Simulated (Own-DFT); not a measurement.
# How much smaller does PBEsol make it? C11b WSi2, 30 atoms (Si20W10)

The numbers are computed, not measured, by runs of the plane-wave DFT program Own-DFT (in-house, retired, unreviewed) at fixed positions, with no spin and no spin-orbit coupling.

Limits: forces on such cells failed a check on a denser k mesh; stress not checked against mesh or cutoff.

Each geometry was run with PBE and with PBEsol, otherwise alike: PseudoDojo norm-conserving scalar-relativistic files made for PBE; cutoff 50 hartree; 5 x 5 x 5 k mesh centred on Gamma; cold (Marzari-Vanderbilt) smearing of 0.2 eV. Unstrained cell vectors in Å: (-2.149, -5.953, 3.409); (-6.444, 2.976, 1.136); (-2.553, -2.948, -6.757). Each has a uniform strain, of which the change of volume is shown, and random moves of rms u per axis.

| run | volume change (%) | u (Å) | P with PBE (GPa) | P with PBEsol (GPa) |
|---|---|---|---|---|
| 1 | -2.82 | 0.0524 | 14.55 | 10.31 |
| 2 | -3.50 | 0.0482 | 16.52 | 12.24 |
| 3 | -2.62 | 0.0492 | 13.69 | 9.46 |
| 4 | -3.82 | 0.0476 | 16.27 | 11.98 |
| 5 | -2.52 | 0.0564 | 13.06 | 8.82 |
| 6 | 2.19 | 0.0469 | 1.50 | -2.48 |
| 7 | -1.82 | 0.0507 | 10.90 | 6.72 |
| 8 | 1.71 | 0.0564 | 3.56 | -0.47 |
| 9 | 0.57 | 0.0489 | 4.10 | 0.04 |
| 10 | -2.46 | 0.0474 | 11.57 | 7.33 |
| 11 | 0.41 | 0.0479 | 5.49 | ? |

Asked: by how much does PBEsol shrink this cell, and what belongs in the blank?

## Worked answer

Write v for the change of volume as a fraction. Fitted to v and u², the PBE pressure has a slope of -253 ± 14 GPa in v, with the ions held to the strained lattice. The difference PBEsol less PBE is -4.10 + 5.1 v GPa (slope ± 0.2) and averages -4.18 GPa. Divided by the mean slope of the two, 250 GPa, that makes PBEsol's volume at a given pressure, near 8 GPa, about 1.7 % smaller, or 0.56 % in lengths. At one volume PBEsol's slope is the smaller by 5 GPa, but its pressure there is lower too. If stiffness rises by about 4 GPa for each GPa, PBEsol at equal pressure is stiffer by about 12 GPa. Files made for PBEsol would give a different shift.

For run 11 the line gives 1.42 GPa. DFT gave 1.43 GPa.
